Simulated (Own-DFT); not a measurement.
# Shaking the atoms of zincblende InP, 64 atoms (In32P32)

Calculated results; nothing here was measured. They come from Own-DFT, an in-house plane-wave density functional program, since retired, whose code no person has reviewed. Each row is one single-point run on a periodic cell that was not relaxed, without spin or spin-orbit coupling.

Settings of every run: PBE; PseudoDojo norm-conserving scalar-relativistic files; cutoff 36 hartree; 3 x 3 x 3 k mesh centred on Gamma; Fermi-Dirac smearing of 0.1 eV.

Known limits: forces on such cells moved up to 12 meV/angstrom on a denser k mesh; stress not checked against mesh or cutoff.

Cell vectors in Å: (11.737, 0.000, 0.000); (0.000, 11.737, 0.000); (0.000, 0.000, 11.737). In each run every atom was moved at random and independently from its ideal site; u is the rms move along one axis. E is the free energy for each atom above the fitted value at u = 0, and F the rms of the force components.

| run | u (Å) | E (meV/atom) | F (eV/Å) | largest force (eV/Å) | P (GPa) |
|---|---|---|---|---|---|
| 1 | 0.0203 | 5.5 | 0.232 | 0.67 | 3.20 |
| 2 | 0.0204 | 6.5 | 0.258 | 0.83 | 3.21 |
| 3 | 0.0472 | 35.1 | 0.593 | 2.01 | 3.60 |
| 4 | 0.0491 | 32.9 | 0.581 | 2.52 | 3.50 |
| 5 | 0.0911 | 119.0 | 1.158 | 4.36 | 4.57 |
| 6 | 0.1003 | ? | ? | ? | ? |
| 7 | 0.1024 | 151.8 | 1.247 | 3.95 | 5.14 |
| 8 | 0.1427 | 269.7 | 1.767 | 6.57 | 6.41 |
| 9 | 0.2111 | 657.4 | 3.467 | 12.31 | 11.94 |

## Worked fit

For small independent moves the energy grows as E = (3/2) K u², with K the mean stiffness felt by one atom. The runs with u up to 0.11 Å give K = 9.7 ± 0.3 eV/Å², with residuals divided by u² + 0.0006 Å², since the noise grows with the moves. The scatter is 2.2 meV/atom at u = 0.05 Å. The forces follow F = G u with G = 12.2 eV/Å²; no force at u = 0 is resolved. G exceeds K because the moves of its neighbours add to the force on an atom, and stiffness differs between atoms. At u = 0.211 Å the parabola gives 646 meV/atom and the run 657. The pressure follows P = 3.12 + 186 u² GPa: at fixed volume, shortened bonds push harder than stretched ones pull.

## Withheld run

Question: what energy and rms force should run 6 give?

The fit gives 146 ± 9 meV/atom and about 1.22 eV/Å. The calculation gave 138.1 meV/atom and 1.191 eV/Å.
